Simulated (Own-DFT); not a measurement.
## Calculated data, GaP (zincblende, strained, atoms displaced), SiC (2H silicon carbide, atoms displaced), SiC (4H silicon carbide, atoms displaced)

A calculation, not a measurement: plane-wave PBE density functional theory by an unreviewed code, no spin, of a simulated periodic cell, stress positive in tension, free energy of the whole cell less one offset for each atom, forces on such cells passed a denser k mesh, this cell's mesh not checked; offsets are fitted by least squares, one for each functional and potential file, so energies compare only between cells with the same atoms and settings and are not formation energies; the far tail of each file's local potential was reset to the Coulomb form; each entry is a single point on an unrelaxed cell, so the pressure reflects the starting lattice, mostly measured values (interpolated for alloys), from which strain is counted, and rises with the displacements; printed positions are rounded, which can move forces by about a meV/angstrom; the program, named Own-DFT, is a retired in-house code; no spin-orbit coupling. Program: Own-DFT development build.

Common to all runs: functional PBE; potential files PseudoDojo norm-conserving, scalar-relativistic, standard set; wave cutoff 42 hartree; occupations Fermi-Dirac; smearing width 0.1 eV; hardware one NVIDIA H100.

(1) GaP (zincblende, strained, atoms displaced)

```xyz
64
Lattice="10.8620 0.0000 0.0000 0.0000 10.8620 0.0000 0.0000 0.0000 10.9361" Properties=species:S:1:pos:R:3 GaP
Ga     0.0669     0.1231     0.0220
Ga     0.0725     2.6871     2.7158
Ga     2.7832     0.0322     2.7519
Ga     2.6897     2.7228     0.0039
P      1.3167     1.4355     1.2775
P      1.3695     4.0989     4.0892
P      4.0748     1.3257     4.0670
P      3.9774     4.0647     1.3414
Ga    10.8360    10.7808     5.4679
Ga     0.0645     2.6892     8.1297
Ga     2.7038     0.0413     8.2891
Ga     2.7021     2.7965     5.4005
P      1.3041     1.3207     6.9312
P      1.4116     4.0565     9.5843
P      3.9490     1.4695     9.5398
P      4.1076     4.1447     6.8212
Ga     0.0570     5.4179    10.8770
Ga     0.0294     8.1514     2.7173
Ga     2.6817     5.4106     2.7599
Ga     2.7369     8.1211     0.0342
P      1.3094     6.8489     1.3196
P      1.4242     9.4614     4.1055
P      4.0985     6.8343     3.9679
P      3.9978     9.6047     1.3767
Ga    10.8300     5.4144     5.5028
Ga     0.0484     8.1775     8.1428
Ga     2.6643     5.4391     8.2646
Ga     2.6014     8.1316     5.5068
P      1.3740     6.8081     6.8360
P      1.3085     9.5111     9.5669
P      4.0901     6.9034     9.5870
P      4.1426     9.5291     6.8774
Ga     5.3834     0.0352     0.0746
Ga     5.4450     2.6617     2.7807
Ga     8.2382    10.8064     2.7270
Ga     8.1117     2.7159     0.0761
P      6.7473     1.3514     1.4329
P      6.7459     4.0338     4.0617
P      9.4523     1.3336     4.1323
P      9.4887     4.0366     1.4033
Ga     5.5085     0.0629     5.5145
Ga     5.4457     2.6764     8.1836
Ga     8.1470    10.8166     8.2484
Ga     8.2351     2.7725     5.4155
P      6.7489     1.3395     6.7786
P      6.8145     4.1154     9.5679
P      9.5038     1.3453     9.5757
P      9.5279     4.1235     6.8413
Ga     5.4344     5.4263    10.9003
Ga     5.5159     8.0655     2.6705
Ga     8.0998     5.4759     2.7447
Ga     8.1696     8.0769     0.0840
P      6.7403     6.7779     1.4155
P      6.7896     9.5718     4.1173
P      9.5662     6.8071     4.0902
P      9.4724     9.4786     1.3267
Ga     5.3864     5.3918     5.4230
Ga     5.4546     8.2126     8.1095
Ga     8.1011     5.3826     8.2080
Ga     8.1929     8.1603     5.4898
P      6.8158     6.7674     6.8698
P      6.7196     9.5012     9.5988
P      9.5884     6.7424     9.5011
P      9.5223     9.4582     6.7888
```

Settings of this run: k mesh 3 x 3 x 3 centred on Gamma.

Results for GaP (zincblende, strained, atoms displaced): free energy of cell above offsets -33.098 eV; pressure 3.69 GPa; stress xx -3.78 GPa; stress yy -3.91 GPa; stress zz -3.39 GPa; stress yz -0.69 GPa; stress xz 0.48 GPa; stress xy -0.29 GPa; wall time 532.2 s.

Force:
| element | x (eV/Å) | y (eV/Å) | z (eV/Å) |
| --- | --- | --- | --- |
| Ga | -1.189 | -1.542 | -0.793 |
| Ga | -1.014 | 0.246 | 0.591 |
| Ga | -1.331 | 0.108 | -0.171 |
| Ga | 0.166 | 0.419 | -0.03 |
| P | 1.175 | -0.559 | 1.572 |
| P | -0.803 | -0.032 | 0.166 |
| P | 0.077 | 0.613 | 1.176 |
| P | 1.156 | 0.045 | 0.438 |
| Ga | 0.466 | 0.675 | -0.192 |
| Ga | -1.056 | 0.766 | 1.233 |
| Ga | 0.015 | -0.789 | -0.542 |
| Ga | 0.38 | -0.924 | 0.995 |
| P | 1.066 | -0.374 | -2.065 |
| P | -0.797 | -0.153 | -0.44 |
| P | 1.587 | -0.696 | 0.49 |
| P | -0.777 | -0.674 | 0.508 |
| Ga | -0.586 | -0.186 | 0.538 |
| Ga | -0.266 | 0.372 | -0.021 |
| Ga | 0.142 | 0.791 | -0.823 |
| Ga | -0.37 | 0.901 | -0.204 |
| P | 0.488 | -0.971 | 0.435 |
| P | -0.752 | 0.937 | -0.486 |
| P | -0.636 | -0.374 | 1.437 |
| P | 0.882 | -1.48 | -0.156 |
| Ga | 0.527 | 0.521 | -0.486 |
| Ga | -0.417 | -0.084 | 0.392 |
| Ga | 1.001 | 0.476 | -0.295 |
| Ga | 2.105 | 0.2 | -0.298 |
| P | -0.4 | -0.931 | 0.277 |
| P | 0.557 | 0.026 | 0.509 |
| P | 0.223 | -0.871 | -0.552 |
| P | -1.437 | 0.608 | -0.955 |
| Ga | -0.139 | 0.365 | -0.938 |
| Ga | -0.788 | 0.513 | -0.694 |
| Ga | -0.906 | 0.304 | 0.047 |
| Ga | 0.085 | -0.238 | -0.491 |
| P | 0.689 | -0.316 | -0.363 |
| P | 0.622 | 0.538 | 0.493 |
| P | 1.376 | -0.044 | -0.553 |
| P | 0.347 | 0.76 | -0.11 |
| Ga | -1.39 | -1.026 | -0.944 |
| Ga | -0.183 | 0.578 | 0.009 |
| Ga | -0.147 | 0.05 | -0.342 |
| Ga | -0.935 | -0.039 | 0.532 |
| P | 1.822 | 1.112 | 1.162 |
| P | -0.456 | -1.113 | 0.318 |
| P | -0.209 | 0.688 | -0.129 |
| P | -0.279 | -0.78 | 0.257 |
| Ga | -0.687 | 0.146 | 0.2 |
| Ga | -1.085 | 2.307 | 0.896 |
| Ga | 0.602 | -0.539 | 0.267 |
| Ga | -0.29 | -0.102 | -1.324 |
| P | 0.974 | -0.867 | -1.42 |
| P | 0.206 | -0.98 | -0.272 |
| P | -0.609 | -0.193 | 0.079 |
| P | 1.195 | 0.518 | 0.226 |
| Ga | 0.472 | 0.978 | -0.279 |
| Ga | 0.304 | -0.729 | 0.931 |
| Ga | 0.747 | 0.711 | -0.043 |
| Ga | -0.703 | -0.436 | -0.558 |
| P | -0.304 | 0.038 | -0.879 |
| P | 0.602 | -0.109 | 0.422 |
| P | -0.822 | 0.398 | 0.292 |
| P | -0.291 | 0.445 | 0.961 |

(2) SiC (2H silicon carbide, atoms displaced)

```xyz
72
Lattice="9.2481 0.0000 0.0000 -4.6241 8.0091 0.0000 0.0000 0.0000 10.0681" Properties=species:S:1:pos:R:3 SiC
Si     4.5471     7.9955     9.9476
Si    -0.0629     1.7333     2.5058
C      9.1735     0.0192     1.7612
C      0.1358     1.8239     4.4087
Si    -4.5986     7.9710     5.0294
Si     0.0548     1.7864     7.5293
C      0.1081     0.0152     6.9387
C      0.0443     1.7123     9.4234
Si    -1.4993     2.7426     0.0865
Si    -1.5141     4.4673     2.5082
C     -1.4719     2.6349     1.8690
C     -1.6903     4.4182     4.4575
Si    -1.5137     2.6539     5.0977
Si    -1.5379     4.4909     7.5843
C      7.6885     2.6744     6.9059
C     -1.4772     4.4769     9.5549
Si     6.0374     5.2849     0.0219
Si    -3.0878     7.1519     2.4601
C     -3.0240     5.3024     1.8795
C     -3.0724     7.0336     4.4571
Si    -3.0948     5.4663     5.1552
Si    -3.0972     7.1465     7.4831
C      6.1122     5.3670     6.9494
C     -3.1039     7.1113     9.3244
Si    -1.5941     7.9628    10.0156
Si     3.0168     1.7848     2.4963
C      3.1491     0.0477     1.9014
C      3.0973     1.8265     4.3998
Si    -1.5252     7.9802     5.0397
Si     3.2317     1.8216     7.5257
C     -1.6246     7.9565     6.8788
C      3.1875     1.7887     9.5811
Si     1.6319     2.7132    10.0447
Si     1.4817     4.4446     2.5634
C      1.6132     2.5823     1.9135
C      1.4901     4.4850     4.3781
Si     1.6213     2.7501     5.0739
Si     1.5062     4.5466     7.5905
C      1.5990     2.7347     6.9098
C      1.6608     4.3978     9.5066
Si     0.0662     5.2930    10.0535
Si    -0.0516     6.9950     2.5780
C     -0.0493     5.3539     1.9286
C      0.0032     7.0562     4.4934
Si     0.0201     5.3022     4.9900
Si    -0.0193     7.2024     7.6644
C     -0.0042     5.3459     7.0123
C      0.0349     7.1085     9.5245
Si     1.6032     7.9561     0.0318
Si     6.0178     1.8262     2.4765
C      6.1149     0.0010     1.9446
C      6.1834     1.8219     4.3131
Si     6.0286     0.0780     5.0942
Si     6.1152     1.7966     7.6308
C      6.2024     0.0551     6.9673
C      6.2058     1.7976     9.3943
Si     4.5863     2.7313     0.1137
Si     4.7002     4.5352     2.5428
C      4.7002     2.6820     1.8976
C      4.5770     4.5054     4.4598
Si     4.6383     2.6282     5.0247
Si     4.5590     4.4923     7.4332
C      4.7057     2.7175     6.8548
C      4.6203     4.4099     9.4322
Si     3.0496     5.3896     0.0187
Si     3.0508     7.0109     2.6549
C      3.2097     5.2840     1.8302
C      3.0578     7.1534     4.5105
Si     3.0426     5.3236     5.0646
Si     2.9721     7.1847     7.6159
C      2.9859     5.3883     6.9086
C      3.1008     7.1151     9.4205
```

Settings of this run: k mesh 4 x 4 x 3 centred on Gamma.

The calculation gives: free energy of cell above offsets -4.300 eV; pressure 5.55 GPa; stress xx -4.66 GPa; stress yy -4.21 GPa; stress zz -7.78 GPa; stress yz 1.09 GPa; stress xz -1.73 GPa; stress xy 0.65 GPa; wall time 355 s.

Force:
| element | x (eV/Å) | y (eV/Å) | z (eV/Å) |
| --- | --- | --- | --- |
| Si | 2.744 | 0.399 | 1.432 |
| Si | 2.157 | -0.068 | 0.301 |
| C | 0.528 | -1.527 | 2.289 |
| C | -1.991 | -1.028 | 0.192 |
| Si | 0.093 | 1.48 | 0.55 |
| Si | -0.361 | 0.51 | 0.089 |
| C | -3.528 | 0.501 | -0.819 |
| C | 0.019 | 2.729 | -0.142 |
| Si | 0.083 | -2.067 | -2.642 |
| Si | -1.177 | -1.902 | 1.21 |
| C | -2.215 | 1.326 | 1.566 |
| C | 2.491 | 0.859 | -0.599 |
| Si | -0.109 | 0.042 | -1.938 |
| Si | -0.566 | -1.055 | 0.413 |
| C | 0.451 | -0.016 | 1.777 |
| C | -1.548 | -0.007 | -1.817 |
| Si | 3.081 | 1.514 | -0.873 |
| Si | -0.116 | -0.123 | 0.222 |
| C | -0.719 | 1.552 | 0.012 |
| C | 0.053 | 3.785 | -2.306 |
| Si | -0.515 | -4.572 | -1.53 |
| Si | 0.034 | -1.285 | 1.516 |
| C | 0.856 | -0.058 | 0.894 |
| C | -0.36 | -0.647 | 2.057 |
| Si | 0.914 | 0.622 | 1.508 |
| Si | 3.434 | -0.588 | 1.219 |
| C | -1.513 | -1.776 | -0.054 |
| C | 0.186 | -1.293 | 0.158 |
| Si | -0.827 | 0.624 | -0.738 |
| Si | -2.555 | -0.39 | 0.859 |
| C | 3.123 | 2.021 | 1.218 |
| C | -1.409 | -0.862 | -2.928 |
| Si | -1.053 | -3.345 | 1.225 |
| Si | 1.723 | -1.063 | -1.823 |
| C | -3.635 | 2.881 | -1.235 |
| C | 1.455 | -0.427 | 0.759 |
| Si | -0.766 | -1.079 | -0.847 |
| Si | 0.708 | -2.164 | -0.017 |
| C | 0.28 | 0.085 | 1.415 |
| C | -2.151 | 2.087 | -1.303 |
| Si | -0.391 | 0.922 | 0.964 |
| Si | 0.942 | 3.931 | -0.337 |
| C | 1.759 | -1.617 | -1.05 |
| C | -0.644 | 0.836 | -1.088 |
| Si | -2.479 | -0.237 | 2.289 |
| Si | -0.026 | -1.435 | -1.609 |
| C | -0.427 | 1.301 | -1.101 |
| C | -0.21 | -0.201 | -0.733 |
| Si | -1.31 | 2.126 | 0.887 |
| Si | 5.323 | -2.774 | 0.958 |
| C | 0.472 | -1.343 | -0.002 |
| C | -0.539 | -0.716 | 2.092 |
| Si | 2.725 | -0.43 | -1.068 |
| Si | 2.052 | 0.921 | -1.764 |
| C | -2.839 | 0.567 | -0.274 |
| C | -0.379 | 0.064 | 3.417 |
| Si | 2.301 | -1.14 | -1.982 |
| Si | -0.273 | -1.948 | 0.955 |
| C | -4.085 | 2.604 | 0.427 |
| C | 0.713 | -0.514 | -0.184 |
| Si | 0.628 | 1.721 | -1.372 |
| Si | 0.356 | -0.14 | 2 |
| C | -0.852 | -0.491 | 0.937 |
| C | -1.561 | 0.732 | -1.017 |
| Si | 2.312 | -0.947 | -0.428 |
| Si | 0.181 | 2.189 | -2.313 |
| C | -2.848 | 1.039 | 1.959 |
| C | -0.538 | -0.463 | -0.297 |
| Si | -0.139 | 1.254 | -0.635 |
| Si | 3.306 | -1.028 | -2.014 |
| C | 0.858 | 0.393 | 0.932 |
| C | -1.688 | -0.848 | 0.18 |

(3) SiC (4H silicon carbide, atoms displaced)

```xyz
32
Lattice="6.1654 0.0000 0.0000 -3.0827 5.3394 0.0000 0.0000 0.0000 10.0681" Properties=species:S:1:pos:R:3 SiC
Si     2.9641     5.1780     3.9491
Si     0.1333     1.8142     1.6875
C      6.1144     0.0423     1.0010
C      0.0944     1.7456     3.5621
Si     4.5295     2.6693     4.1555
Si    -1.3645     4.4757     1.4539
C     -1.4235     2.7447     1.0456
C     -1.4882     4.3680     3.4426
Si    -0.0772     5.1620     4.1434
Si     3.1045     1.8239     1.6473
C      3.1141     0.0204     1.1176
C      3.1162     1.7425     3.5078
Si     1.5435     2.6254     4.0751
Si     1.6214     4.4684     1.6067
C      1.6297     2.4848     0.8848
C      1.6609     4.3140     3.2248
Si     2.9699     5.3069     9.2223
Si     3.0730     3.6056     6.7245
C     -2.8643     5.2579     6.0077
C      2.9015     3.6119     8.4716
Si    -1.5216     2.9156     9.1174
Si     4.7052     0.9013     6.7305
C     -1.5360     2.7994     5.8927
C      4.6274     0.7706     8.6079
Si    -0.1652     5.2312     9.1792
Si     0.0310     3.4469     6.8521
C     -0.1438     5.2298     5.9758
C      0.0141     3.6007     8.5293
Si     1.5481     2.6073     9.0290
Si     1.4510     0.9128     6.7000
C      1.5675     2.7100     6.0382
C      1.5971     0.8197     8.3834
```

Settings of this run: k mesh 5 x 5 x 3 centred on Gamma.

The calculation gives: free energy of cell above offsets 4.605 eV; pressure 10.27 GPa; stress xx -8.64 GPa; stress yy -6.59 GPa; stress zz -15.59 GPa; stress yz -0.89 GPa; stress xz -2.22 GPa; stress xy -4.54 GPa; wall time 118.5 s.

Force:
| element | x (eV/Å) | y (eV/Å) | z (eV/Å) |
| --- | --- | --- | --- |
| Si | 5.274 | 2.896 | 3.03 |
| Si | -1.736 | -0.681 | -0.897 |
| C | 2.8 | -0.1 | -0.734 |
| C | -2.894 | -1.122 | -0.935 |
| Si | 2.571 | -0.494 | -2.16 |
| Si | -5.027 | -0.816 | 4.49 |
| C | -0.8 | -1.387 | -2.173 |
| C | -2.236 | 0.039 | -1.397 |
| Si | 1.601 | 2.301 | -0.039 |
| Si | 2.121 | -0.383 | -0.259 |
| C | 2.738 | 1.243 | -3.538 |
| C | -0.98 | -1.289 | 0.358 |
| Si | 1.341 | -0.077 | 1.59 |
| Si | -1.276 | -1.425 | -6.15 |
| C | -0.781 | 3.25 | -0.716 |
| C | -3.344 | -1.051 | 7.792 |
| Si | 1.753 | 0.825 | -0.125 |
| Si | 0.7 | -0.78 | -3.769 |
| C | -5.674 | 0.473 | -1.722 |
| C | 3.493 | -0.124 | 2.451 |
| Si | -2.426 | -5.093 | 2.142 |
| Si | -1.529 | -0.887 | -2.544 |
| C | 0.191 | -2.51 | 5.771 |
| C | -2.495 | 3.283 | -0.85 |
| Si | 3.954 | 3.798 | 0.96 |
| Si | -1.057 | 2.496 | -8.529 |
| C | 3.002 | 0.742 | 1.953 |
| C | 0.38 | -1.784 | 2.922 |
| Si | -0.571 | -1.487 | 2.843 |
| Si | 3.602 | 0.024 | -5.128 |
| C | -0.351 | -0.458 | 0.249 |
| C | -2.344 | 0.581 | 5.114 |

(4) SiC (2H silicon carbide, atoms displaced)

```xyz
32
Lattice="6.1654 0.0000 0.0000 -3.0827 5.3394 0.0000 0.0000 0.0000 10.0681" Properties=species:S:1:pos:R:3 SiC
Si    -3.0674     5.3308    10.0582
Si    -0.0067     1.7730     2.5016
C      3.0741     5.2857     1.8922
C     -0.0204     1.7696     4.4246
Si     3.0664     5.3329     5.0476
Si    -0.0161     1.7365     7.4951
C      0.0231     0.0109     6.9038
C      0.0397     1.7704     9.4234
Si     4.6149     2.6536     0.0156
Si    -1.5639     4.4828     2.5372
C      4.6302     2.6401     1.9405
C     -1.5150     4.4490     4.4254
Si    -1.5193     2.6367     5.0555
Si    -1.5453     4.4298     7.5264
C      4.6063     2.6687     6.9661
C     -1.4997     4.4322     9.3941
Si     0.0367     5.2982    10.0481
Si     3.0787     1.8184     2.4940
C      3.0618     0.0471     1.9147
C      3.1329     1.6837     4.4322
Si     0.0303     5.3163     5.0414
Si     3.0582     1.8025     7.5455
C      3.0612     0.0581     6.9229
C      3.0724     1.7793     9.4567
Si     1.5567     2.6263     0.0681
Si     1.5210     4.4363     2.5021
C      1.5565     2.6594     1.8497
C      1.5514     4.4428     4.4674
Si     1.5594     2.6663     5.0672
Si     1.4916     4.4551     7.5200
C      1.4988     2.6400     6.9208
C      1.5568     4.4228     9.4538
```

It was run with k mesh 5 x 5 x 3 centred on Gamma.

The calculation gives: free energy of cell above offsets -4.797 eV; pressure 3.66 GPa; stress xx -2.93 GPa; stress yy -3.01 GPa; stress zz -5.05 GPa; stress yz -0.03 GPa; stress xz -0.27 GPa; stress xy -0.03 GPa; wall time 133.8 s.

Force:
| element | x (eV/Å) | y (eV/Å) | z (eV/Å) |
| --- | --- | --- | --- |
| Si | 0.279 | -0.2 | -0.432 |
| Si | 0.23 | -0.559 | 0.624 |
| C | -0.199 | 1.007 | -0.066 |
| C | 1.121 | 0.022 | -0.43 |
| Si | 1.017 | 0.019 | -0.478 |
| Si | 0.046 | 0.821 | 1.526 |
| C | -0.97 | -1.14 | 0.382 |
| C | -0.776 | -0.183 | 0.424 |
| Si | 0.652 | 0.041 | -0.468 |
| Si | 0.836 | -0.884 | 0.082 |
| C | 0.061 | 1.243 | -1.035 |
| C | -0.66 | -0.364 | 0.153 |
| Si | -0.729 | 0.588 | -0.247 |
| Si | 0.283 | 0.66 | 0.263 |
| C | 0.217 | -0.299 | -0.973 |
| C | -0.634 | -0.076 | 1.074 |
| Si | -0.599 | 0.75 | 0.36 |
| Si | 0.312 | -1.004 | 1.252 |
| C | 0.212 | -1.011 | -0.672 |
| C | -0.897 | 2.335 | -0.685 |
| Si | -0.747 | -0.234 | 0.218 |
| Si | -0.122 | 0.01 | 0.713 |
| C | 0.138 | -1.127 | 0.036 |
| C | 0.414 | -0.465 | -0.123 |
| Si | -0.232 | 0.558 | -2.762 |
| Si | -0.211 | 0.371 | 0.652 |
| C | -0.786 | 0.242 | 2.233 |
| C | 0.19 | -0.747 | -1.313 |
| Si | 0.122 | -0.969 | -0.851 |
| Si | 0.742 | -0.148 | 0.675 |
| C | 0.422 | 0.908 | 0.201 |
| C | 0.27 | -0.168 | -0.335 |
